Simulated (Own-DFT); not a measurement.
# Biaxial strain at fixed height in wurtzite AlN, 72 atoms (Al36N36)

No measurement is shown. These are fixed-geometry runs of a retired plane-wave code named Own-DFT, which no person has reviewed; spin and spin-orbit coupling are neglected.

Common settings: PBE; PseudoDojo norm-conserving scalar-relativistic files; cutoff 42 hartree; 3 x 3 x 2 k mesh centred on Gamma; Fermi-Dirac smearing of 0.1 eV.

Limits: forces on such cells moved up to 12 meV/angstrom on a denser k mesh; stress not checked against mesh or cutoff.

Unstrained cell vectors in Å: (9.336, 0.000, 0.000); (-4.668, 8.085, 0.000); (0.000, 0.000, 9.964). The unstrained cell has measured lattice constants (interpolated for alloys), not those of this functional. That, the random moves and any unrelaxed bonds set the pressure at no strain. Each run strains x and y alike by e, as a substrate would, and holds the height along z. Random moves of width 0.05 Å per axis were added to every atom. Stress is positive in tension.

| e (%) | u (Å) | (s_xx + s_yy)/2 (GPa) | s_zz (GPa) |
|---|---|---|---|
| -2.75 | 0.050 | -26.78 | -6.52 |
| -2.50 | 0.053 | -22.61 | -9.58 |
| -1.25 | 0.050 | -15.21 | -5.68 |
| -0.25 | 0.052 | -7.25 | -6.12 |
| 0.75 | 0.049 | ? | ? |
| 1.50 | 0.053 | 2.35 | -3.78 |
| 1.75 | 0.052 | 3.19 | -2.92 |
| 2.25 | 0.055 | 5.85 | -4.08 |
| 2.75 | 0.053 | 8.11 | -2.02 |
| 3.00 | 0.046 | 9.64 | -1.96 |

## Working it out

With e as a fraction, the in-plane stress is -6.3 + 620 e - 3347 e² GPa (errors 12 and 878, scatter 0.76), and s_zz is -5.2 + 101 e GPa (slope ± 17, scatter 1.09). At e = 0 the first slope is C11 + C12 and the second 2 C13, both with the ions held to the strained lattice and at the cell's own pressure. The term in e² is negative: the layer stiffens under compression and softens under tension. A free layer would change its height as e changes, and the in-plane slope would drop by 2 C13²/C33 to the biaxial modulus. At fixed height, a misfit of 1 % moves the in-plane stress by about 6.2 GPa and s_zz by 1.0 GPa.

## Withheld run

The question: what are the two stresses at e = 0.75 %?

The fit gives -1.8 and -4.5 GPa. The hidden result is -1.86 and -4.04 GPa.
